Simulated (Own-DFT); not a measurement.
AlGa₃N₄ (wurtzite random alloy, strained, atoms displaced) (calculated)

A calculation, not a measurement: plane-wave density functional theory by an unreviewed code, no spin, of a simulated periodic cell, stress positive in tension, run twice, with PBE and with PBEsol, both on files made for PBE, so the change isn't that of files made for PBEsol, forces on such cells passed a denser k mesh, this cell's mesh not checked; the far tail of each file's local potential was reset to the Coulomb form; each entry is a single point on an unrelaxed cell, so the pressure reflects the starting lattice, mostly measured values (interpolated for alloys), from which strain is counted, and rises with the displacements; printed positions are rounded, which can move forces by about a meV/angstrom; the program, named Own-DFT, is a retired in-house code; no spin-orbit coupling; stress was not checked against mesh or cutoff. Program: Own-DFT development build.

Entry: AlGa₃N₄ (wurtzite random alloy, strained, atoms displaced)

```
cell vectors (Å)
   9.3428     0.0000     0.0000
  -4.6714     8.0911     0.0000
   0.0000     0.0000    10.2685
atoms (fractions of the cell vectors)
Ga  0.12990  0.23750  0.99980
Ga  0.22611  0.11861  0.24898
N   0.10578  0.21875  0.19848
N   0.21788  0.09886  0.44115
Ga  0.11787  0.23533  0.49633
Al  0.23555  0.12070  0.75016
N   0.10676  0.21929  0.68794
N   0.22291  0.11722  0.93697
Ga  0.11469  0.56262  0.99147
Al  0.22645  0.44482  0.25438
N   0.11535  0.55974  0.18454
N   0.21984  0.44551  0.44264
Al  0.11136  0.54922  0.50382
Ga  0.22147  0.43491  0.75521
N   0.10965  0.56049  0.69209
N   0.21396  0.43975  0.94007
Al  0.11304  0.88715  0.99846
Al  0.20805  0.76719  0.25577
N   0.11896  0.89689  0.19219
N   0.23000  0.77698  0.43822
Al  0.11461  0.88652  0.49097
Ga  0.21937  0.77580  0.75004
N   0.11343  0.88722  0.68705
N   0.22214  0.77443  0.93159
Ga  0.43720  0.22095  0.00247
Ga  0.54942  0.10479  0.25502
N   0.44139  0.22605  0.19029
N   0.56440  0.10785  0.43752
Ga  0.44570  0.22247  0.50429
Ga  0.55790  0.11530  0.74731
N   0.43885  0.21416  0.68615
N   0.56115  0.11059  0.93904
Al  0.44146  0.55327  0.99868
Ga  0.55276  0.44650  0.25039
N   0.45018  0.55350  0.18512
N   0.55572  0.44810  0.43524
Ga  0.44472  0.55665  0.49604
Ga  0.55313  0.43942  0.75855
N   0.44032  0.55895  0.68938
N   0.55078  0.44439  0.93511
Ga  0.43424  0.88403  0.99379
Ga  0.55342  0.77934  0.25332
N   0.44463  0.88578  0.18286
N   0.55947  0.77981  0.42986
Ga  0.45233  0.89249  0.49451
Ga  0.55991  0.78375  0.74922
N   0.43486  0.87573  0.69022
N   0.55529  0.77624  0.93911
Ga  0.77932  0.22957  0.00713
Ga  0.88710  0.09881  0.25941
N   0.77053  0.22397  0.19951
N   0.88201  0.11128  0.43415
Ga  0.77858  0.21776  0.49690
Ga  0.88281  0.11490  0.74746
N   0.77809  0.21805  0.68473
N   0.89336  0.10722  0.93758
Ga  0.77599  0.54219  0.99087
Ga  0.88904  0.45232  0.24348
N   0.77997  0.54827  0.18380
N   0.88632  0.43995  0.44015
Al  0.77677  0.55031  0.49662
Ga  0.88059  0.43633  0.75403
N   0.77152  0.55561  0.69225
N   0.88770  0.43142  0.93294
Al  0.76855  0.89079  0.00064
Ga  0.88768  0.77903  0.25064
N   0.78702  0.88494  0.19004
N   0.89185  0.78238  0.44071
Ga  0.77962  0.87941  0.49623
Ga  0.88985  0.78407  0.75615
N   0.77111  0.88426  0.68948
N   0.88351  0.77323  0.93582
```

- functional: PBE, then PBEsol
- potential files: PseudoDojo norm-conserving, scalar-relativistic, standard set
- wave cutoff: 42 hartree
- occupations: Fermi-Dirac
- smearing width: 0.1 eV
- k mesh: 4 x 4 x 3 centred on Gamma
- PBE pressure: 15.33 GPa
- PBE stress xx: -17.22 GPa
- PBE stress yy: -17.32 GPa
- PBE stress zz: -11.46 GPa
- PBE stress yz: 1.01 GPa
- PBE stress xz: -0.31 GPa
- PBE stress xy: 0.66 GPa
- PBEsol pressure: 10.13 GPa
- PBEsol stress xx: -11.99 GPa
- PBEsol stress yy: -12.08 GPa
- PBEsol stress zz: -6.32 GPa
- PBEsol stress yz: 0.97 GPa
- PBEsol stress xz: -0.29 GPa
- PBEsol stress xy: 0.65 GPa
- rms change of force components from PBE to PBEsol: 0.076 eV/Å

Force:
```csv
force element,PBE force x (eV/Å),PBE force y (eV/Å),PBE force z (eV/Å),PBEsol force x (eV/Å),PBEsol force y (eV/Å),PBEsol force z (eV/Å)
Ga,-2.51,-3.782,1.954,-2.464,-3.703,1.881
Ga,-0.206,-0.924,1.223,-0.21,-0.911,1.193
N,0.293,2.218,-1.127,0.304,2.017,-1.136
N,-0.111,2.029,-0.375,-0.106,2.211,-0.437
Ga,0.041,-3.767,1.066,0.041,-3.669,1.047
Al,-2.694,-2.505,-0.262,-2.704,-2.491,-0.239
N,1.388,-0.46,-0.213,1.236,-0.364,-0.244
N,0.8,-2.091,-0.953,0.786,-1.886,-0.81
Ga,-0.429,-1.453,1.443,-0.413,-1.438,1.392
Al,-0.79,0.028,-0.861,-0.77,0.027,-0.841
N,0.825,-0.61,0.368,0.686,-0.702,0.244
N,0.092,1.715,-2.13,0.254,1.569,-1.998
Al,-1.429,1.214,0.628,-1.417,1.207,0.639
Ga,-1.145,1.409,-1.124,-1.137,1.382,-1.099
N,0.372,-2.414,-1.169,0.358,-2.35,-0.987
N,1.714,3.158,-0.276,1.569,3.007,-0.322
Al,-1.144,0.186,0.228,-1.136,0.189,0.235
Al,1.459,1.717,-0.847,1.455,1.73,-0.839
N,0.393,-1.726,-1.434,0.257,-1.6,-1.318
N,-1.533,-1.274,-0.429,-1.353,-1.182,-0.354
Al,0.036,-0.798,2.097,0.045,-0.818,2.097
Ga,-0.424,0.316,-0.965,-0.403,0.289,-0.934
N,-0.819,1.737,-0.737,-0.796,1.573,-0.626
N,-2.06,1.319,1.004,-1.876,1.212,0.931
Ga,1.837,-0.038,0.23,1.789,-0.023,0.22
Ga,-0.364,0.282,-1.203,-0.329,0.292,-1.175
N,1.158,-0.256,-0.411,1.119,-0.255,-0.401
N,-2.312,0.759,0.45,-2.255,0.729,0.435
Ga,0.077,-0.457,-1.465,0.066,-0.447,-1.43
Ga,0.392,-1.84,0.662,0.388,-1.788,0.644
N,0.455,1.413,0.505,0.649,1.485,0.41
N,-1.457,0.34,-0.442,-1.432,0.331,-0.433
Al,0.04,0.864,0.068,0.023,0.85,0.062
Ga,1.779,-0.306,-0.182,1.728,-0.306,-0.179
N,-2.544,0.181,-0.581,-2.358,0.235,-0.451
N,1.051,-0.404,0.796,0.883,-0.466,0.721
Ga,0.02,0.552,1.529,0.019,0.527,1.486
Ga,-0.717,0.856,-2.618,-0.678,0.85,-2.549
N,0.999,-0.923,-0.403,0.976,-0.909,-0.385
N,-0.506,-0.23,2.014,-0.345,-0.318,1.9
Ga,1.87,0.929,1.026,1.846,0.905,0.992
Ga,0.695,-0.101,-2.395,0.695,-0.094,-2.327
N,-1.655,-0.49,0.748,-1.521,-0.424,0.712
N,0.088,-0.596,1.816,0.081,-0.58,1.778
Ga,-0.385,-1.057,1.768,-0.376,-1.036,1.715
Ga,-0.816,-1.292,0.755,-0.808,-1.269,0.733
N,0.672,2.413,-1.141,0.667,2.363,-1.107
N,-0.158,-0.862,0.468,-0.314,-0.779,0.334
Ga,1.256,-2.946,1.094,1.215,-2.866,1.042
Ga,-1.31,1.352,-2.292,-1.266,1.318,-2.223
N,1.502,-0.45,-1.327,1.457,-0.434,-1.313
N,2.36,-0.89,2.166,2.304,-0.869,2.106
Ga,-0.215,1.096,0.593,-0.211,1.057,0.564
Ga,2.028,-1.556,1.272,1.981,-1.506,1.239
N,-1.587,0.806,-0.601,-1.552,0.785,-0.576
N,-0.577,0.361,0.751,-0.564,0.518,0.662
Ga,-0.681,1.598,0.922,-0.669,1.559,0.889
Ga,2.213,-1.869,1.874,2.147,-1.856,1.817
N,-2.474,1.813,-0.744,-2.405,1.767,-0.712
N,0.406,1.816,-0.018,0.42,1.621,-0.116
Al,-0.015,0.712,1.164,-0.036,0.713,1.164
Ga,0.376,1.205,-2.132,0.376,1.18,-2.062
N,0.622,-0.384,-1.487,0.604,-0.387,-1.315
N,-0.041,2.071,0.817,-0.065,2.029,0.808
Al,1.832,-0.035,0.231,1.824,-0.042,0.244
Ga,1.969,-1.261,-0.076,1.898,-1.202,-0.073
N,-2.903,0.312,-1.874,-2.826,0.31,-1.668
N,2.272,-2.4,-0.584,2.059,-2.288,-0.668
Ga,-1.589,1.882,1.612,-1.561,1.841,1.554
Ga,0.614,-0.309,-1.484,0.593,-0.333,-1.438
N,1.076,1.27,-1.295,1.049,1.238,-1.257
N,0.526,0.823,2.316,0.507,0.676,2.155
```
